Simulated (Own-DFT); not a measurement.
# Same atoms, different arrangement: As32Ga32, 64 atoms

These are calculations, not measurements. They come from Own-DFT, an in-house plane-wave density functional program, since retired, whose code no person has reviewed. Each row is one single-point run on a periodic cell that was not relaxed, without spin or spin-orbit coupling.

Settings of every run: PBE; PseudoDojo norm-conserving scalar-relativistic files; cutoff 42 hartree; 3 x 3 x 3 k mesh centred on Gamma; Fermi-Dirac smearing of 0.1 eV.

Known limits, some of them of some rows only: not probed for a lower state with spin; forces on such cells failed a check on a denser k mesh; forces not confirmed at this smearing and k mesh; stress not checked against mesh or cutoff.

All cells hold the same atoms in the same cell, with vectors in Å (11.307, 0.000, 0.000); (0.000, 11.307, 0.000); (0.000, 0.000, 11.307). Every atom was moved at random from its ideal site; u is the rms move along one axis. The defect's site can differ from row to row. E is the free energy of the cell above the lowest run. The arrangements:

- A: zincblende GaAs
- B: zincblende GaAs, with one As on a Ga site and one Ga on an As site, 2.4 Å apart

```
arrangement   u (Å)  E (eV)  P (GPa)
          A  0.0186   0.000     3.51
          A  0.0198   0.014     3.50
          A  0.0205   0.031     3.51
          A  0.0482   1.758     3.84
          A  0.0523   2.119     3.93
          A  0.0530   2.398     4.01
          B  0.0289   3.023     3.93
          B  0.0296   3.192     3.97
          B  0.0314   2.966     3.88
          B  0.0494   4.698     4.32
          B  0.0501   4.394     4.23
          B  0.0510   4.857     4.34
```

Question: once the cost of the random moves is taken out, how do the arrangements rank?

## Worked answer

Fit E = a + b u², with one b for all and one a for each arrangement, and with residuals divided by u², since the noise grows with the moves. Then b = 933 eV/Å², the scatter at u = 0.04 Å is 0.16 eV, and against A:

- B: 2.59 ± 0.06 eV (higher)

These are energies of unrelaxed cells. Relaxing the atoms lowers the strained arrangements most, so the gaps would shrink and small ones could change sign.
